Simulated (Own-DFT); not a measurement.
# Misfit strain and the stress it brings: diamond-structure GeSn with randomly placed atoms, 64 atoms (Ge52Sn12)

The numbers are computed, not measured, by runs of the plane-wave DFT program Own-DFT (in-house, retired, unreviewed) at fixed positions, with no spin and no spin-orbit coupling.

Settings: PBE; PseudoDojo norm-conserving scalar-relativistic files; cutoff 49 hartree; 3 x 3 x 3 k mesh centred on Gamma; Fermi-Dirac smearing of 0.1 eV.

Limits: forces on such cells moved up to 12 meV/angstrom on a denser k mesh; stress not checked against mesh or cutoff.

Unstrained cell vectors in Å: (11.628, 0.000, 0.000); (0.000, 11.628, 0.000); (0.000, 0.000, 11.628). The unstrained cell has measured lattice constants (interpolated for alloys), not those of this functional. That, the random moves and any unrelaxed bonds set the pressure at no strain. Each run strains x and y alike by e, as a substrate would, and holds the height along z. All atoms carry random offsets, Gaussian with a width of 0.05 Å per axis. The random placing of the alloy's atoms differs from row to row. Stress is positive in tension.

```
e (%),u (Å),(s_xx + s_yy)/2 (GPa),s_zz (GPa)
-2.50,0.052,-10.50,-8.68
-2.25,0.043,-9.60,-8.20
-2.00,0.047,-9.26,-8.15
-0.50,0.050,-6.23,-5.96
1.00,0.047,?,?
1.25,0.050,-3.77,-4.30
1.50,0.049,-3.13,-3.88
1.75,0.049,-2.92,-3.97
2.25,0.049,-2.09,-3.31
3.00,0.051,-1.21,-2.56
```

## Worked fit

With e as a fraction, the in-plane stress is -5.5 + 169 e - 898 e² GPa (errors 3 and 224, scatter 0.17), and s_zz is -5.6 + 112 e - 486 e² GPa (slope ± 3, scatter 0.15). At e = 0 the first slope is C11 + C12 and the second 2 C12, both with the ions held to the strained lattice and at the cell's own pressure. The term in e² is negative: the layer stiffens under compression and softens under tension. A free layer would change its height as e changes, and the in-plane slope would drop by 2 C12²/C11 to the biaxial modulus. At fixed height, a misfit of 1 % moves the in-plane stress by about 1.7 GPa and s_zz by 1.1 GPa.

## Test on the hidden row

Question: what are the two stresses at e = 1.00 %?

The fit gives -3.9 and -4.5 GPa. The calculation gave -4.01 and -4.59 GPa.
